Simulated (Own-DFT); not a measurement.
# Which defects push the lattice out? C40 NbSi2

Source: density functional calculations with Own-DFT, an unreviewed in-house program that is no longer used. Nothing was measured or relaxed, and spin and spin-orbit coupling are left out.

Method: PBEsol; PseudoDojo norm-conserving scalar-relativistic files, made for PBE; cutoff 42 hartree; 4 x 4 x 5 k mesh centred on Gamma; cold (Marzari-Vanderbilt) smearing of 0.2 eV.

Caveats: forces on such cells failed a check on a denser k mesh; stress not checked against mesh or cutoff.

All runs share one cell, with vectors in Å (0.000, 8.324, 0.000); (-9.613, 0.000, 0.000); (0.000, 0.000, 6.586) and a volume of 527.0 Å³. The atoms are randomly displaced, by u rms on each axis. The defect's site can differ from row to row.

| cell | formula | u (Å) | P (GPa) |
|---|---|---|---|
| no defect | Nb12Si24 | 0.0192 | -2.19 |
| no defect | Nb12Si24 | 0.0208 | -2.11 |
| no defect | Nb12Si24 | 0.0483 | -1.15 |
| two Si on a Nb site each | Nb10Si26 | 0.0312 | -1.80 |
| two Si on a Nb site each | Nb10Si26 | 0.0331 | -1.72 |
| two Si on a Nb site each | Nb10Si26 | 0.0513 | -0.54 |
| two Nb vacancies | Nb10Si24 | 0.0299 | -3.11 |
| two Nb vacancies | Nb10Si24 | 0.0304 | -3.19 |
| two Nb vacancies | Nb10Si24 | 0.0466 | -2.60 |
| two Nb vacancies | Nb10Si24 | 0.0476 | ? |
| two Nb on a Si site each | Nb14Si22 | 0.0309 | 3.44 |
| two Nb on a Si site each | Nb14Si22 | 0.0489 | 4.28 |
| two Nb on a Si site each | Nb14Si22 | 0.0532 | 4.41 |
| one Si vacancy | Nb12Si23 | 0.0311 | -2.58 |
| one Si vacancy | Nb12Si23 | 0.0333 | -2.51 |
| one Si vacancy | Nb12Si23 | 0.0517 | -1.62 |

## Working it out

P = P0 + c u² + a shift for each defect gives P0 = -2.41 GPa, c = 568 ± 36 GPa/Å² and a scatter of 0.11 GPa. The shifts, and each times the cell's volume:

- two Nb on a Si site each: 5.29 ± 0.10 GPa, 17.4 eV (8.7 eV for each of its 2 sites)
- two Si on a Nb site each: 0.17 ± 0.09 GPa, 0.6 eV (0.3 eV for each of its 2 sites) (not resolved)
- one Si vacancy: -0.72 ± 0.09 GPa, -2.4 eV
- two Nb vacancies: -1.31 ± 0.09 GPa, -4.3 eV (-2.2 eV for each of its 2 sites)

Against the defect-free cell, a freed cell would be larger where the shift is positive and smaller where it is negative (160.2 GPa Å³ is 1 eV). The atoms around the defects weren't relaxed, which would change these numbers.

## Withheld run

Q: what pressure belongs in the blank (two Nb vacancies, u = 0.0476 Å)?

Estimate: -2.43 ± 0.13 GPa. DFT gave -2.57 GPa.
